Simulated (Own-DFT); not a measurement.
# Response to strain: wurtzite AlGaN with randomly placed atoms, 72 atoms (Al27Ga9N36)

All numbers below are calculated, not measured. The program, named Own-DFT, is a retired in-house plane-wave density functional code that no person has reviewed. Each row is one single-point run on a periodic cell that was not relaxed, without spin or spin-orbit coupling.

Settings of every run: PBEsol; PseudoDojo norm-conserving scalar-relativistic files, made for PBE; cutoff 42 hartree; 4 x 4 x 3 k mesh centred on Gamma; Fermi-Dirac smearing of 0.1 eV.

Known limits: forces on such cells passed a denser k mesh, each cell not checked; stress not checked against mesh or cutoff.

Unstrained cell vectors in Å: (9.394, 0.000, 0.000); (-4.697, 8.135, 0.000); (0.000, 0.000, 10.066). The unstrained cell has measured lattice constants (interpolated for alloys), not those of this functional. That, the random moves and any unrelaxed bonds set the pressure at no strain. Each run strains this cell uniformly, with the atoms carried along. Every atom was also moved at random, by a Gaussian of width 0.05 Å on each axis. The random placing of the alloy's atoms differs from row to row. Strain is the symmetric tensor, in per cent. Stress is positive in tension, and the pressure is minus a third of its trace.

| run | e_xx (%) | e_yy (%) | e_zz (%) | s_xx (GPa) | s_yy (GPa) | s_zz (GPa) | P (GPa) | E (meV/atom) |
|---|---|---|---|---|---|---|---|---|
| 1 | 1.00 | 1.00 | 0.00 | 1.68 | 3.48 | -3.51 | -0.55 | 11.6 |
| 2 | 0.50 | 0.50 | 0.00 | -0.25 | -1.47 | -3.19 | 1.64 | 13.1 |
| 3 | -2.25 | -2.25 | 0.00 | -17.07 | -19.23 | -6.44 | 14.25 | 36.1 |
| 4 | 2.00 | 2.00 | 0.00 | 6.51 | 6.91 | -1.91 | -3.84 | 22.6 |
| 5 | -0.25 | -0.25 | 0.00 | -5.01 | -4.62 | -4.06 | 4.56 | 7.6 |
| 6 | 2.25 | 2.25 | 0.00 | 9.67 | 7.48 | -0.59 | -5.52 | 0.0 |
| 7 | 2.75 | 2.75 | 0.00 | 10.06 | 10.23 | 0.39 | -6.89 | 22.3 |
| 8 | 3.00 | 3.00 | 0.00 | 11.34 | 11.00 | -0.22 | -7.37 | 20.3 |
| 9 | -0.50 | -0.50 | 0.00 | ? | ? | ? | ? | ? |

E is the free energy for each atom above the lowest run shown.

## Worked fit

The change of volume is close to e_xx + e_yy + e_zz. A straight line through the runs shown gives P = 4.21 - 204 x (fractional change of volume) GPa, with an error of 8 on the slope and a scatter of 0.72 GPa. The strain isn't the same on all axes and the cell isn't cubic, so the slope belongs to this path and is not the bulk modulus.

## Withheld run

Question: what pressure should run 9 give? Its volume changes by -1.00 %.

The line gives 6.3 GPa. The calculation gave 5.39 GPa.
